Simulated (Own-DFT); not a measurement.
# Response to strain: 4H SiC, 72 atoms (C36Si36)

Calculated results; nothing here was measured. They come from Own-DFT, an in-house plane-wave density functional program, since retired, whose code no person has reviewed. Each row is one single-point run on a periodic cell that was not relaxed, without spin or spin-orbit coupling.

Settings of every run: PBE; PseudoDojo norm-conserving scalar-relativistic files; cutoff 42 hartree; 4 x 4 x 3 k mesh centred on Gamma; Fermi-Dirac smearing of 0.1 eV.

Known limits: forces on such cells passed a denser k mesh, each cell not checked; stress not checked against mesh or cutoff.

Unstrained cell vectors in Å: (9.248, 0.000, 0.000); (-4.624, 8.009, 0.000); (0.000, 0.000, 10.068). The unstrained cell has measured lattice constants (interpolated for alloys), not those of this functional. That, the random moves and any unrelaxed bonds set the pressure at no strain. Each run strains this cell uniformly, with the atoms carried along. Every atom was also moved at random, by a Gaussian of width 0.05 Å on each axis. Strain is the symmetric tensor, in per cent. Stress is positive in tension, and the pressure is minus a third of its trace.

```
run  e_xx (%)  e_yy (%)  e_zz (%)  e_yz (%)  e_xz (%)  e_xy (%)  s_xx (GPa)  s_yy (GPa)  s_zz (GPa)  s_yz (GPa)  s_xz (GPa)  s_xy (GPa)  P (GPa)  E (meV/atom)
  1      0.20      1.13      1.42      0.01     -1.60     -1.96       -3.69        1.97        1.99        0.23       -5.01       -9.14    -0.09          13.8
  2      0.65     -1.14      0.19      1.50     -1.44      1.86       -3.26      -11.43       -4.61        5.31       -5.04        9.21     6.44          29.5
  3      1.44      1.23      0.74      1.34      1.98     -0.74        4.53        2.77       -0.90        4.06        5.90       -2.04    -2.13           4.5
  4      0.02      0.92      1.55     -1.36      0.50     -0.23       -2.67       -0.01        4.07       -3.87        1.43       -0.38    -0.47           0.0
  5     -0.99     -1.13     -0.71      0.13     -0.24     -1.40      -13.07      -11.82      -12.28        0.49       -0.67       -5.90    12.39          41.1
  6      1.07      0.38     -1.58      0.32     -1.49      1.80        0.87       -2.07      -17.03        0.70       -4.29        8.24     6.08          28.7
  7      0.92      1.24      1.17     -1.85     -0.50      1.73        0.07        3.19        1.71       -5.23       -1.83        7.72    -1.66          12.4
  8     -1.17     -0.58      0.42      0.13      0.39      0.93      -10.26      -10.06       -5.13        0.88        1.28        3.53     8.48          15.9
  9      1.28      0.10     -0.04     -1.18      1.90     -0.50        1.86       -4.01       -5.73       -3.73        6.28       -3.15     2.63          23.1
 10     -1.75      1.70      1.70      1.35      0.85      1.31      -12.77        1.94        4.44        5.51        2.87        5.73     2.13          16.0
 11     -1.35      0.70      0.72      0.68      0.47      1.03      -12.98       -1.08       -1.98        2.04        1.53        4.43     5.35          12.5
 12      1.39      0.17      1.99     -1.08      0.91      1.72        3.00       -2.57        4.96       -3.00        2.76        7.16    -1.80          25.0
 13     -1.60      1.16      0.93      1.06     -0.97      0.54      -12.46        0.60       -1.82        3.25       -4.40        4.33     4.56          26.1
 14      1.09      1.90     -0.42      1.04      0.11     -0.58        3.43        5.62       -8.71        4.00        0.96       -3.23    -0.11          10.0
 15     -0.20      1.22     -1.21      0.69     -0.70      1.97       -6.65        0.39      -11.25        3.34       -3.45        9.49     5.84          16.3
 16     -1.24     -1.18     -1.96      1.07      0.61      0.81      -14.37      -14.30      -20.35        4.85        1.49        4.97    16.34          40.2
 17      1.55      1.98     -0.25      1.94      0.62     -0.64           ?           ?           ?           ?           ?           ?        ?             ?
```

E is the free energy for each atom above the lowest run shown.

## Worked fit

Each stress component was fitted by least squares to a constant and the strains of the runs shown, as fractions, with shears doubled. Shear strains stay in the fit of a normal stress only where such slopes are resolved. The slopes, in GPa:

| stress | at no strain | per e_xx | per e_yy | per e_zz | scatter |
|---|---|---|---|---|---|
| s_xx | -5.4 | 556 ± 23 | 100 ± 29 | 36 ± 24 | 1.03 |
| s_yy | -5.3 | 87 ± 17 | 553 ± 21 | 33 ± 18 | 0.75 |
| s_zz | -6.7 | 30 ± 24 | 59 ± 30 | 608 ± 25 | 1.06 |

Each shear stress against twice its own strain: yz 158 ± 8, xz 162 ± 7, xy 225 ± 10 GPa. These are stiffnesses along x, y and z of the frame in which the cell vectors are given, which need not be the crystal's axes. The atoms are held to the strained lattice; where symmetry lets them move under strain, relaxing them would lower some slopes. The table should be nearly symmetric about its diagonal, and what it lacks of that shows the noise. A ninth of its sum, 229 ± 4 GPa, estimates the bulk modulus near the mean pressure of these runs, 4.0 GPa, so it lies above the value at zero pressure.

## Withheld run

Question: what normal stresses and pressure should run 17 give?

The fit gives s_xx = 5.1, s_yy = 6.9, s_zz = -6.5 and P = -1.8 GPa. The calculation gave 2.15, 5.92, -5.01 and P = -1.02 GPa.
